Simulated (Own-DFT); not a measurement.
# How HSE06 shifts the pressure of corundum Al2O3, 78 atoms (Al32O46), with two O vacancies

All values are computed. Each geometry was run twice at fixed positions with Own-DFT, a retired in-house plane-wave program that no person has reviewed: with PBE, and with HSE06 (exact exchange share 0.25 at short range, screening 0.11 per bohr, Gygi-Baldereschi treatment of its divergence). Both used PseudoDojo norm-conserving files made for PBE, a cutoff of 48 hartree, the Gamma point alone, fixed occupations, a neutral cell and no spin. One k point on a cell 7.9 Å thick isn't converged, and results move with the size of the cell. The oxygen file's force components were 24 meV/Å off all-electron values in a glass.

Unstrained cell vectors in Å: (5.494, 0.000, 8.660); (-2.747, 4.758, 8.660); (-2.747, -4.758, 8.660), volume V0 = 679.1 Å³, from measured lattice constants. Each geometry has its own random strain of a few per cent, its own defect sites and random moves of rms u per axis. HSE06 gave the energy alone. D is its energy less that of PBE, over the lowest D shown. The PBE stress wasn't checked against mesh or cutoff.

```
run,V - V0 (Å³),u (Å),P with PBE (GPa),D (eV)
1,-22.4,0.0310,16.23,0.000
2,-11.8,0.0295,11.89,0.434
3,9.7,0.0305,3.94,1.264
4,-1.2,0.0493,10.39,0.946
5,-0.2,0.0463,8.74,0.956
6,6.4,0.0295,5.20,1.124
7,25.4,0.0317,-0.95,1.939
8,-5.6,0.0486,10.77,0.841
9,3.5,0.0480,7.66,1.152
10,-12.3,0.0277,12.04,0.402
11,-6.4,0.0499,11.64,0.775
12,-9.7,0.0517,13.17,0.694
13,21.9,0.0299,-0.35,?
```

## What the rows give

D = 0.81 + 0.0396 (V - V0) + 89 u² eV, with an error of 0.0007 on the volume slope, 11 on the last term and a scatter of 0.03 eV. Pressure is -dE/dV, and 1 eV/Å³ is 160.2 GPa, so HSE06 changes the pressure by -6.3 ± 0.1 GPa. With the ions held to the strained lattice, the PBE pressure falls by 246 ± 6 GPa per unit of volume strain; the shape of the strain isn't fitted, so the true error is larger, and a relaxed crystal would be softer. On that slope HSE06's volume at a given pressure is about 2.6 % smaller, or 0.9 % in lengths. At u = 0 and V0 the PBE pressure is 6.8 GPa, which puts the zero-pressure volume, against the measured cell and with the defects in, at +2.8 % for PBE and +0.2 % for HSE06, each good to a few tenths of a per cent.

## Withheld run

Asked: what D should run 13 give?

From the fit: 1.76 eV, with rows scattering by 0.03. DFT gave 1.773 eV.
